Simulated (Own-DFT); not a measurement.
# PBE and PBEsol under strain: C49 TiSi2, 60 atoms (Si40Ti20)

No measurement is shown. These are fixed-geometry runs of a retired plane-wave code named Own-DFT, which no person has reviewed; spin and spin-orbit coupling are neglected.

Known weak points: forces on such cells moved up to 12 meV/angstrom on a denser k mesh; stress not checked against mesh or cutoff.

Each geometry was run with PBE and with PBEsol, otherwise alike: PseudoDojo norm-conserving scalar-relativistic files made for PBE; cutoff 42 hartree; 4 x 4 x 4 k mesh centred on Gamma; cold (Marzari-Vanderbilt) smearing of 0.2 eV. Unstrained cell vectors in Å: (5.295, -6.759, 3.565); (7.060, 0.000, -7.130); (5.295, 6.759, 3.565). Each has a uniform strain, of which the change of volume is shown, and random moves of rms u per axis.

| run | volume change (%) | u (Å) | P with PBE (GPa) | P with PBEsol (GPa) |
|---|---|---|---|---|
| 1 | 0.27 | 0.0465 | 2.77 | -0.54 |
| 2 | 2.27 | 0.0463 | 0.12 | -3.11 |
| 3 | -0.32 | 0.0507 | 3.46 | 0.12 |
| 4 | -3.01 | 0.0519 | 9.01 | 5.56 |
| 5 | 0.32 | 0.0508 | 2.28 | -1.03 |
| 6 | 2.81 | 0.0537 | -0.41 | -3.62 |
| 7 | -0.37 | 0.0521 | 3.47 | 0.13 |
| 8 | -0.26 | 0.0515 | 3.97 | 0.63 |
| 9 | -3.69 | 0.0469 | 9.54 | 6.06 |
| 10 | -4.00 | 0.0472 | 9.73 | 6.24 |
| 11 | -2.44 | 0.0471 | 7.50 | ? |

The question: by how much does PBEsol shrink this cell, and what belongs in the blank?

## Answer

Write v for the change of volume as a fraction. Fitted to v and u², the PBE pressure has a slope of -161 ± 8 GPa in v, with the ions held to the strained lattice. The difference PBEsol less PBE is -3.33 + 4.2 v GPa (slope ± 0.03) and averages -3.35 GPa. Divided by the mean slope of the two, 159 GPa, that makes PBEsol's volume at a given pressure, near 3 GPa, about 2.1 % smaller, or 0.70 % in lengths. At one volume PBEsol's slope is the smaller by 4 GPa, but its pressure there is lower too. If stiffness rises by about 4 GPa for each GPa, PBEsol at equal pressure is stiffer by about 9 GPa. Files made for PBEsol would give a different shift.

For run 11 the line gives 4.07 GPa. The calculation gave 4.08 GPa.
